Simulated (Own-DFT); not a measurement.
# Response to strain: hcp Ru, 36 atoms (Ru36)

No measurement is shown. These are fixed-geometry runs of a retired plane-wave code named Own-DFT, which no person has reviewed; spin and spin-orbit coupling are neglected.

Settings: PBE; PseudoDojo norm-conserving scalar-relativistic files; cutoff 50 hartree; 5 x 5 x 4 k mesh centred on Gamma; cold (Marzari-Vanderbilt) smearing of 0.2 eV.

Caveats: forces on such cells failed a check on a denser k mesh; stress not checked against mesh or cutoff.

Unstrained cell vectors in Å: (8.118, 0.000, 0.000); (-4.059, 7.030, 0.000); (0.000, 0.000, 8.563). The unstrained cell has measured lattice constants (interpolated for alloys), not those of this functional. That, the random moves and any unrelaxed bonds set the pressure at no strain. In each run the cell takes a homogeneous strain; fractional positions stay. Each atom got a random Gaussian move of width 0.05 Å along each axis. Strains are tensor components in per cent; tension counts as positive stress, and P is minus the mean normal stress.

| run | e_xx (%) | e_yy (%) | e_zz (%) | e_yz (%) | e_xz (%) | e_xy (%) | s_xx (GPa) | s_yy (GPa) | s_zz (GPa) | s_yz (GPa) | s_xz (GPa) | s_xy (GPa) | P (GPa) | E (meV/atom) |
|---|---|---|---|---|---|---|---|---|---|---|---|---|---|---|
| 1 | 1.52 | 1.18 | 0.24 | -0.10 | 1.88 | -0.68 | 4.01 | 1.40 | -1.78 | -0.52 | 6.33 | -2.88 | -1.21 | 22.7 |
| 2 | -0.05 | 1.62 | 0.17 | -0.63 | -0.21 | -0.26 | -3.21 | 1.97 | -2.64 | -2.51 | -0.66 | -0.83 | 1.29 | 0.0 |
| 3 | -0.58 | 0.71 | -0.49 | 1.69 | 1.49 | 0.03 | -10.13 | -5.27 | -12.05 | 6.41 | 5.04 | 0.61 | 9.15 | 30.9 |
| 4 | -0.55 | 1.47 | -0.28 | 0.17 | 1.20 | -1.04 | -8.36 | -1.35 | -8.58 | 0.78 | 4.29 | -4.12 | 6.09 | 31.5 |
| 5 | -1.06 | 0.97 | -1.13 | -0.46 | -0.21 | 1.78 | -15.11 | -6.95 | -15.88 | -1.88 | -0.36 | 7.37 | 12.65 | 43.0 |
| 6 | -1.25 | -0.35 | -0.08 | -1.86 | 1.00 | -1.05 | -16.75 | -12.36 | -11.90 | -6.76 | 4.02 | -4.46 | 13.67 | 40.5 |
| 7 | -0.73 | 0.39 | 1.47 | 0.60 | 0.88 | -1.68 | -9.43 | -4.39 | 1.20 | 2.19 | 3.35 | -6.99 | 4.21 | 27.4 |
| 8 | 1.07 | 0.93 | -0.35 | -1.84 | -1.54 | -1.21 | -0.60 | -1.70 | -6.85 | -7.26 | -5.45 | -4.41 | 3.05 | 32.8 |
| 9 | 0.70 | 0.48 | 0.31 | 0.36 | -0.22 | -0.12 | -2.01 | -2.65 | -3.68 | 1.58 | -0.78 | -0.44 | 2.78 | 12.8 |
| 10 | 0.84 | 1.96 | 0.32 | 0.82 | 0.52 | -1.60 | 1.69 | 5.51 | 0.03 | 2.93 | 1.61 | -5.77 | -2.41 | 8.7 |
| 11 | -1.21 | -0.04 | -0.32 | -0.96 | -1.25 | -0.14 | -16.11 | -11.21 | -12.72 | -3.92 | -5.18 | -1.12 | 13.35 | 38.6 |
| 12 | 1.79 | 1.39 | 1.17 | -1.15 | -1.38 | 0.08 | 7.35 | 6.21 | 5.11 | -3.85 | -4.33 | 0.34 | -6.22 | 8.4 |
| 13 | -1.20 | 1.97 | 1.77 | 1.68 | 1.85 | 1.47 | -8.23 | 3.60 | 3.61 | 5.22 | 5.84 | 5.07 | 0.34 | 39.3 |
| 14 | -1.15 | -0.67 | 0.12 | -1.27 | -0.93 | -0.82 | -16.34 | -14.69 | -11.37 | -5.08 | -3.87 | -3.80 | 14.13 | 44.5 |
| 15 | -1.29 | -0.73 | -0.35 | 0.53 | 1.61 | -1.28 | -19.20 | -16.27 | -14.46 | 2.05 | 6.44 | -5.39 | 16.64 | 55.9 |
| 16 | -0.75 | -1.23 | 1.52 | 0.96 | 0.29 | 0.57 | ? | ? | ? | ? | ? | ? | ? | ? |

The last column gives the free energy per atom over the lowest of the runs shown.

## Working it out

Least squares on the runs shown: each stress against a constant and the strains, taken as fractions with shears doubled. Shear strains stay in the fit of a normal stress only where such slopes are resolved. The slopes, in GPa:

| stress | at no strain | per e_xx | per e_yy | per e_zz | scatter |
|---|---|---|---|---|---|
| s_xx | -8.4 | 601 ± 17 | 244 ± 22 | 164 ± 22 | 0.61 |
| s_yy | -8.1 | 205 ± 17 | 580 ± 21 | 186 ± 22 | 0.60 |
| s_zz | -8.3 | 202 ± 20 | 195 ± 25 | 643 ± 26 | 0.70 |

The slope of each shear stress on twice its own strain, from a fit on all six strains: yz 188 ± 7, xz 184 ± 9, xy 193 ± 4 GPa. These are stiffnesses along x, y and z of the frame in which the cell vectors are given, with the crystal's c axis along z: C11, C12, C13 and C33. Hexagonal symmetry asks that xx and yy behave alike, which is a second check on the noise. No internal relaxation is included, and where it is allowed it would reduce some of the slopes. Symmetry asks for nearly equal slopes across the diagonal; the mismatch is a measure of noise. A ninth of the table's sum, 336 ± 6 GPa, estimates the bulk modulus near the mean pressure of these runs, 5.8 GPa, so it lies above the value at zero pressure.

## Prediction

Asked: what normal stresses and pressure should run 16 give?

The fitted form gives s_xx = -13.4, s_yy = -14.0, s_zz = -2.4 and P = 9.9 GPa. Computed: -11.41, -13.94, -0.47 and P = 8.61 GPa.
